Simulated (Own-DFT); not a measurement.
# What a defect does to the pressure of its cell: zincblende GaAs

Source: density functional calculations with Own-DFT, an unreviewed in-house program that is no longer used. Nothing was measured or relaxed, and spin and spin-orbit coupling are left out.

Settings: PBE; PseudoDojo norm-conserving scalar-relativistic files; cutoff 42 hartree; 3 x 3 x 3 k mesh centred on Gamma; Fermi-Dirac smearing of 0.1 eV.

Limits (not all hold for every row): not probed for a lower state with spin; forces not confirmed at this smearing and k mesh; stress not checked against mesh or cutoff.

All runs share one cell, with vectors in Å (10.862, 0.000, 0.000); (0.000, 10.862, 0.000); (0.000, 0.000, 11.796) and a volume of 1391.7 Å³, strained against the parent crystal. The atoms are randomly displaced, by u rms on each axis. The defect's site can differ from row to row.

| cell | formula | u (Å) | P (GPa) |
|---|---|---|---|
| no defect | As32Ga32 | 0.0308 | 6.70 |
| no defect | As32Ga32 | 0.0484 | 7.01 |
| no defect | As32Ga32 | 0.0495 | 7.13 |
| one Al on a Ga site | AlAs32Ga31 | 0.0301 | 6.68 |
| one Al on a Ga site | AlAs32Ga31 | 0.0438 | 6.94 |
| one Al on a Ga site | AlAs32Ga31 | 0.0515 | 7.10 |
| one In on a Ga site | As32Ga31In | 0.0287 | 7.39 |
| one In on a Ga site | As32Ga31In | 0.0289 | 7.37 |
| one In on a Ga site | As32Ga31In | 0.0326 | 7.48 |
| one P on an As site | As31Ga32P | 0.0312 | ? |
| one P on an As site | As31Ga32P | 0.0332 | 6.44 |
| one P on an As site | As31Ga32P | 0.0474 | 6.73 |
| one P on an As site | As31Ga32P | 0.0542 | 6.85 |
| one As vacancy and one Ga vacancy | As31Ga31 | 0.0286 | 5.98 |
| one As vacancy and one Ga vacancy | As31Ga31 | 0.0508 | 6.37 |
| one As vacancy and one Ga vacancy | As31Ga31 | 0.0513 | 6.35 |

## Fit

P = P0 + c u² + a shift for each defect gives P0 = 6.50 GPa, c = 234 ± 12 GPa/Å² and a scatter of 0.03 GPa. The shifts, and each times the cell's volume:

- one In on a Ga site: 0.70 ± 0.03 GPa, 6.1 eV
- one Al on a Ga site: -0.02 ± 0.03 GPa, -0.1 eV (not resolved)
- one P on an As site: -0.32 ± 0.03 GPa, -2.7 eV
- one As vacancy and one Ga vacancy: -0.74 ± 0.03 GPa, -6.4 eV

Against the defect-free cell, a freed cell would be larger where the shift is positive and smaller where it is negative (160.2 GPa Å³ is 1 eV). The atoms around the defects weren't relaxed, which would change these numbers.

## Prediction

Q: what pressure belongs in the blank (one P on an As site, u = 0.0312 Å)?

Estimate: 6.41 ± 0.04 GPa. The hidden result is 6.40 GPa.
